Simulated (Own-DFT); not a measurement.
# Biaxial strain at fixed height in wurtzite AlN, 72 atoms (Al36N36)

The numbers are computed, not measured, by runs of the plane-wave DFT program Own-DFT (in-house, retired, unreviewed) at fixed positions, with no spin and no spin-orbit coupling.

Common settings: PBE; PseudoDojo norm-conserving scalar-relativistic files; cutoff 42 hartree; 3 x 3 x 2 k mesh centred on Gamma; Fermi-Dirac smearing of 0.1 eV.

Keep in mind: forces on such cells moved up to 12 meV/angstrom on a denser k mesh; stress not checked against mesh or cutoff.

Unstrained cell vectors in Å: (9.336, 0.000, 0.000); (-4.668, 8.085, 0.000); (0.000, 0.000, 9.964). The unstrained cell has measured lattice constants (interpolated for alloys), not those of this functional. That, the random moves and any unrelaxed bonds set the pressure at no strain. Each run strains x and y alike by e, as a substrate would, and holds the height along z. All atoms carry random offsets, Gaussian with a width of 0.05 Å per axis. Stress is positive in tension.

```
e (%)  u (Å)  (s_xx + s_yy)/2 (GPa)  s_zz (GPa)
-2.50  0.047                 -23.05       -7.70
-2.25  0.050                 -20.13      -10.65
-1.50  0.046                 -13.90       -8.66
-1.25  0.047                 -14.22       -4.93
-1.00  0.048                      ?           ?
 0.75  0.051                  -2.19       -4.46
 1.25  0.052                   0.52       -2.67
 2.00  0.051                   4.36       -1.85
 2.25  0.052                   6.19       -3.64
 3.00  0.050                   9.61       -1.38
```

## What the rows give

With e as a fraction, the in-plane stress is -6.1 + 585 e - 2242 e² GPa (errors 14 and 1056, scatter 0.79), and s_zz is -5.4 + 139 e GPa (slope ± 25, scatter 1.49). At e = 0 the first slope is C11 + C12 and the second 2 C13, both with the ions held to the strained lattice and at the cell's own pressure. A free layer would change its height as e changes, and the in-plane slope would drop by 2 C13²/C33 to the biaxial modulus. At fixed height, a misfit of 1 % moves the in-plane stress by about 5.8 GPa and s_zz by 1.4 GPa.

## Withheld run

Q: what are the two stresses at e = -1.00 %?

From the fit: -12.2 and -6.8 GPa. The run itself gave -9.87 and -9.46 GPa.
